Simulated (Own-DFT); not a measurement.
# One trend across several semiconductors

Calculated, not measured: single-point runs of Own-DFT, a retired in-house plane-wave DFT program that no person has reviewed, on unrelaxed cells, without spin or spin-orbit coupling.

Keep in mind (not all hold for every row): forces on such cells moved up to 12 meV/angstrom on a denser k mesh; forces not confirmed at this smearing and k mesh; k mesh not checked against a denser one; forces on such cells passed a denser k mesh, each cell not checked; stress not checked against mesh or cutoff.

All runs are PBE with PseudoDojo norm-conserving files; cutoff and k mesh are each material's own. Every cell starts from measured lattice constants and was given uniform random strains and small random moves of its atoms. Each triple is the change of volume in per cent, the rms move u in Å and the pressure in GPa.

- 2H SiC (C36Si36), 10.36 Å³/atom unstrained: (-2.08, 0.049, 10.36); (-1.25, 0.050, 8.22); (-0.82, 0.052, 8.19); (0.67, 0.048, 3.56); (1.58, 0.050, 2.20); (2.47, 0.048, -0.23); (2.89, 0.052, -0.97)
- wurtzite AlN (Al36N36), 10.45 Å³/atom unstrained: (-3.85, 0.051, 15.27); (-0.80, 0.043, 6.93); (-0.58, 0.047, 6.90); (-0.37, 0.050, 6.44); (-0.34, 0.049, 6.78); (1.26, 0.052, 3.69); (1.37, 0.045, 2.60)
- wurtzite GaN (Ga48N48), 11.42 Å³/atom unstrained: (-2.93, 0.051, 13.42); (-2.31, 0.051, 12.01); (-0.97, 0.050, 9.07); (-0.15, 0.052, 7.80); (0.47, 0.052, 6.54); (1.78, 0.054, 4.08); (3.01, 0.048, 1.61)
- diamond silicon (Si64), 20.02 Å³/atom unstrained: (-1.63, 0.051, 4.39); (-1.15, 0.052, 4.13); (-0.91, 0.054, 3.60); (-0.89, 0.048, 3.43); (-0.62, 0.049, 3.38); (0.81, 0.048, 1.81); (2.77, 0.050, 0.11)
- zincblende GaAs (As32Ga32), 22.58 Å³/atom unstrained: (-3.23, 0.050, 6.94); (-2.23, 0.055, 5.99); (-0.99, 0.045, 4.71); (-0.57, 0.051, 4.72); (-0.30, 0.051, 4.43); (0.75, 0.050, 3.45); (1.35, 0.051, 3.04)
- zincblende InP (In48P48), 25.27 Å³/atom unstrained: withheld
- grey tin (Sn64), 34.15 Å³/atom unstrained: (-1.63, 0.046, 4.68); (-1.34, 0.047, 4.36); (-0.55, 0.053, 4.09); (0.12, 0.052, 3.71); (0.24, 0.051, 3.61); (0.41, 0.051, 3.58); (1.78, 0.048, 2.75)

## Analysis

Fit a line to each set against the fractional change of volume; B is minus its slope, and u is nearly the same within a set. To take it to zero pressure, assume that B rises by 4 GPa for each GPa: B0 = B - 4 x (mean pressure). The bond length of an ideal tetrahedral crystal with the unstrained volume v is d = (√3/4)(8 v)^(1/3). Cohen's empirical rule reads B0 = (1971 - 220 L) d^(-3.5) GPa, with L = 0 for group IV crystals and SiC and 1 for III-V compounds.

| material | L | d (Å) | B (GPa) | mean P (GPa) | B0 (GPa) | rule (GPa) |
|---|---|---|---|---|---|---|
| 2H SiC (C36Si36) | 0 | 1.888 | 232 ± 9 | 4.5 | 214 ± 9 | 213 |
| wurtzite AlN (Al36N36) | 1 | 1.893 | 233 ± 13 | 6.9 | 205 ± 13 | 188 |
| wurtzite GaN (Ga48N48) | 1 | 1.950 | 196 ± 3 | 7.8 | 165 ± 3 | 169 |
| diamond silicon (Si64) | 0 | 2.352 | 99 ± 4 | 3.0 | 87 ± 4 | 99 |
| zincblende GaAs (As32Ga32) | 1 | 2.448 | 85 ± 3 | 4.8 | 66 ± 3 | 76 |
| zincblende InP (In48P48) | 1 | 2.541 | ? | ? | ? | 67 |
| grey tin (Sn64) | 0 | 2.810 | 54 ± 2 | 3.8 | 39 ± 2 | 53 |

A line through ln[B0/(1971 - 220 L)] against ln d has a slope of -4.3 ± 0.1 and a scatter of 4 %. Against the rule, B0 stands at 100 % for 2H SiC, 109 % for wurtzite AlN, 98 % for wurtzite GaN, 88 % for diamond silicon, 86 % for zincblende GaAs, 73 % for grey tin. PBE tends to make silicon and heavier crystals too soft, and the rule itself is only a guide.

## Check

Q: what B0 does the fitted trend give for zincblende InP (In48P48)?

From the line: 54 GPa. Its own runs give B = 72 ± 4 GPa at a mean pressure of 3.7 GPa, so B0 = 57 GPa.
